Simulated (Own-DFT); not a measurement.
# Point defects and the pressure they add: zincblende GaP

The numbers are computed, not measured, by runs of the plane-wave DFT program Own-DFT (in-house, retired, unreviewed) at fixed positions, with no spin and no spin-orbit coupling.

Common settings: PBE; PseudoDojo norm-conserving scalar-relativistic files; cutoff 42 hartree; 2 x 3 x 3 k mesh centred on Gamma; Fermi-Dirac smearing of 0.1 eV.

Limits (not all hold for every row): not probed for a lower state with spin; forces on such cells failed a check on a denser k mesh; forces on such cells moved up to 12 meV/angstrom on a denser k mesh; forces on such cells passed a denser k mesh, each cell not checked; stress not checked against mesh or cutoff.

All runs share one cell, with vectors in Å (16.352, 0.000, 0.000); (0.000, 10.901, 0.000); (0.000, 0.000, 10.901) and a volume of 1943.1 Å³. The atoms are randomly displaced, by u rms on each axis. The defect's site can differ from row to row.

| cell | formula | u (Å) | P (GPa) |
|---|---|---|---|
| no defect | Ga48P48 | 0.0196 | 2.71 |
| no defect | Ga48P48 | 0.0203 | 2.72 |
| no defect | Ga48P48 | 0.0514 | 3.38 |
| two P on a Ga site each | Ga46P50 | 0.0293 | 2.94 |
| two P on a Ga site each | Ga46P50 | 0.0518 | 3.41 |
| two P on a Ga site each | Ga46P50 | 0.0519 | 3.30 |
| one Ga on a P site and one P on a Ga site | Ga48P48 | 0.0287 | 2.89 |
| one Ga on a P site and one P on a Ga site | Ga48P48 | 0.0511 | 3.38 |
| one Ga on a P site and one P on a Ga site | Ga48P48 | 0.0534 | 3.50 |
| two P vacancies | Ga48P46 | 0.0280 | 2.41 |
| two P vacancies | Ga48P46 | 0.0303 | 2.41 |
| two P vacancies | Ga48P46 | 0.0517 | 2.83 |
| one Ga on a P site | Ga49P47 | 0.0292 | 3.16 |
| one Ga on a P site | Ga49P47 | 0.0299 | 3.16 |
| one Ga on a P site | Ga49P47 | 0.0487 | 3.53 |
| one Ga on a P site | Ga49P47 | 0.0503 | ? |

## Analysis

P = P0 + c u² + a shift for each defect gives P0 = 2.64 GPa, c = 263 ± 14 GPa/Å² and a scatter of 0.05 GPa. The shifts, and each times the cell's volume:

- one Ga on a P site: 0.29 ± 0.04 GPa, 3.5 eV
- one Ga on a P site and one P on a Ga site: 0.07 ± 0.04 GPa, 0.9 eV (not resolved)
- two P on a Ga site each: 0.04 ± 0.04 GPa, 0.4 eV (0.2 eV for each of its 2 sites) (not resolved)
- two P vacancies: -0.47 ± 0.04 GPa, -5.7 eV (-2.8 eV for each of its 2 sites)

Positive is outwards. The product with the volume (160.2 GPa Å³ to the eV) is nearly free of the cell's size; divided by the bulk modulus at the cell's pressure it gives the volume that the defect adds. The atoms around the defects weren't relaxed, which would change these numbers.

## Prediction

Asked: what pressure belongs in the blank (one Ga on a P site, u = 0.0503 Å)?

Estimate: 3.59 ± 0.06 GPa. The calculation gave 3.48 GPa.
